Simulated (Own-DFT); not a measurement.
# From a pressure shift to a lattice shift: C11b WSi2, 30 atoms (Si20W10)

The numbers are computed, not measured, by runs of the plane-wave DFT program Own-DFT (in-house, retired, unreviewed) at fixed positions, with no spin and no spin-orbit coupling.

Known weak points: forces on such cells failed a check on a denser k mesh; stress not checked against mesh or cutoff.

Each geometry was run with PBE and with PBEsol, otherwise alike: PseudoDojo norm-conserving scalar-relativistic files made for PBE; cutoff 50 hartree; 5 x 5 x 5 k mesh centred on Gamma; cold (Marzari-Vanderbilt) smearing of 0.2 eV. Unstrained cell vectors in Å: (-2.149, -5.953, 3.409); (-6.444, 2.976, 1.136); (-2.553, -2.948, -6.757). Each has a uniform strain, of which the change of volume is shown, and random moves of rms u per axis.

```
run,volume change (%),u (Å),P with PBE (GPa),P with PBEsol (GPa)
1,-0.16,0.0536,7.00,2.89
2,-1.72,0.0514,11.21,7.04
3,1.33,0.0464,3.08,-0.95
4,0.37,0.0474,7.08,3.02
5,-4.47,0.0510,18.08,13.72
6,1.67,0.0556,3.09,-0.92
7,-1.31,0.0471,9.93,5.77
8,-0.60,0.0487,7.77,3.64
9,-0.54,0.0480,7.78,3.66
10,0.52,0.0474,5.54,1.47
11,-1.15,0.0462,9.70,?
```

The question: by how much does PBEsol shrink this cell, and what belongs in the blank?

## Answer

Write v for the change of volume as a fraction. Fitted to v and u², the PBE pressure has a slope of -247 ± 11 GPa in v, with the ions held to the strained lattice. The difference PBEsol less PBE is -4.09 + 5.6 v GPa (slope ± 0.2) and averages -4.12 GPa. Divided by the mean slope of the two, 244 GPa, that makes PBEsol's volume at a given pressure, near 6 GPa, about 1.7 % smaller, or 0.56 % in lengths. At one volume PBEsol's slope is the smaller by 6 GPa, but its pressure there is lower too. If stiffness rises by about 4 GPa for each GPa, PBEsol at equal pressure is stiffer by about 11 GPa. Files made for PBEsol would give a different shift.

For run 11 the line gives 5.54 GPa. Computed: 5.53 GPa.
